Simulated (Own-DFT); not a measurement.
# A pressure from energies alone: monoclinic HfO2, 94 atoms (Hf32O62), with two O vacancies

These are calculations. Each geometry was run twice at fixed positions with Own-DFT, a retired in-house plane-wave program that no person has reviewed: with PBE, and with HSE06 (exact exchange share 0.25 at short range, screening 0.11 per bohr, Gygi-Baldereschi treatment of its divergence). Both used PseudoDojo norm-conserving files made for PBE, a cutoff of 48 hartree, the Gamma point alone, fixed occupations, a neutral cell and no spin. The unstrained cell is 10.1 Å across at its thinnest, so Gamma alone is coarse and defects feel their images. The hafnium file keeps the 4f electrons in the core, and its forces lie about 75 meV/Å off all-electron values. The oxygen file's force components were 24 meV/Å off all-electron values in a glass.

Unstrained cell vectors in Å: (10.234, 0.000, 0.000); (0.000, 10.350, 0.000); (-1.696, 0.000, 10.445), volume V0 = 1106.4 Å³, from measured lattice constants. Each geometry has its own random strain of a few per cent, its own defect sites and random moves of rms u per axis. HSE06 gave the energy alone. D is its energy less that of PBE, over the lowest D shown. The PBE stress wasn't checked against mesh or cutoff.

```
run  V - V0 (Å³)   u (Å)  P with PBE (GPa)  D (eV)
  1        -10.2  0.0313              6.42   0.831
  2         23.4  0.0328              0.03   1.493
  3         12.1  0.0283              1.72   1.180
  4         17.1  0.0306              0.00   1.381
  5        -32.2  0.0467             14.24   0.227
  6         -2.9  0.0277              5.13   0.809
  7          4.9  0.0311              2.75   1.086
  8         48.6  0.0509             -3.83   2.295
  9        -22.3  0.0318              9.81   0.348
 10        -37.4  0.0491             14.95   0.153
 11        -18.7  0.0511              9.45   0.702
 12        -37.2  0.0307             13.29   0.000
 13        -19.7  0.0536             10.98   0.655
 14        -19.6  0.0505             10.42       ?
```

## Working it out

D = 0.84 + 0.0246 (V - V0) + 105 u² eV, with an error of 0.0007 on the volume slope, 21 on the last term and a scatter of 0.06 eV. Pressure is -dE/dV, and 1 eV/Å³ is 160.2 GPa, so HSE06 changes the pressure by -3.9 ± 0.1 GPa. With the ions held to the strained lattice, the PBE pressure falls by 248 ± 9 GPa per unit of volume strain; the shape of the strain isn't fitted, so the true error is larger, and a relaxed crystal would be softer. On that slope HSE06's volume at a given pressure is about 1.6 % smaller, or 0.5 % in lengths. At u = 0 and V0 the PBE pressure is 3.4 GPa, which puts the zero-pressure volume, against the measured cell and with the defects in, at +1.4 % for PBE and -0.2 % for HSE06, each good to a few tenths of a per cent.

## Prediction

The question: what D should run 14 give?

The fitted form gives 0.62 eV, with rows scattering by 0.06. DFT gave 0.729 eV.
